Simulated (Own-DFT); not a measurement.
# Same atoms, different arrangement: C16Si16, 32 atoms

Everything here is calculated. The program is Own-DFT (plane waves, in-house, since retired, never reviewed by a person); positions were held fixed, and spin and spin-orbit coupling were off.

Common settings: PBE; PseudoDojo norm-conserving scalar-relativistic files; cutoff 42 hartree; 5 x 5 x 3 k mesh centred on Gamma; Fermi-Dirac smearing of 0.1 eV.

Known weak points: forces on such cells passed a denser k mesh, each cell not checked; stress not checked against mesh or cutoff.

All cells hold the same atoms in the same cell, with vectors in Å (6.165, 0.000, 0.000); (-3.083, 5.339, 0.000); (0.000, 0.000, 10.068). Every atom was moved at random from its ideal site; u is the rms move along one axis. E is the free energy of the whole cell, counted from the lowest run. The arrangements:

- A: 2H SiC
- B: 4H SiC

```
arrangement,u (Å),E (eV),P (GPa)
A,0.0253,0.000,3.71
A,0.0304,0.301,3.85
A,0.0315,0.387,4.09
A,0.0566,3.011,6.24
A,0.0600,3.818,6.97
A,0.0676,5.303,8.28
B,0.0304,0.117,3.87
B,0.0316,0.210,3.65
B,0.0319,0.177,3.72
B,0.0529,2.397,5.18
B,0.0558,2.362,5.16
B,0.0558,2.530,5.30
```

The question: once the cost of the random moves is taken out, how do the arrangements rank?

## Answer

Fit E = a + b u², with one b for all and one a for each arrangement, and with residuals divided by u², since the noise grows with the moves. Then b = 1211 eV/Å², the scatter at u = 0.04 Å is 0.11 eV, and against A:

- B: -0.25 ± 0.05 eV (lower)

The cells share one lattice and weren't relaxed, which can shift such small differences either way.
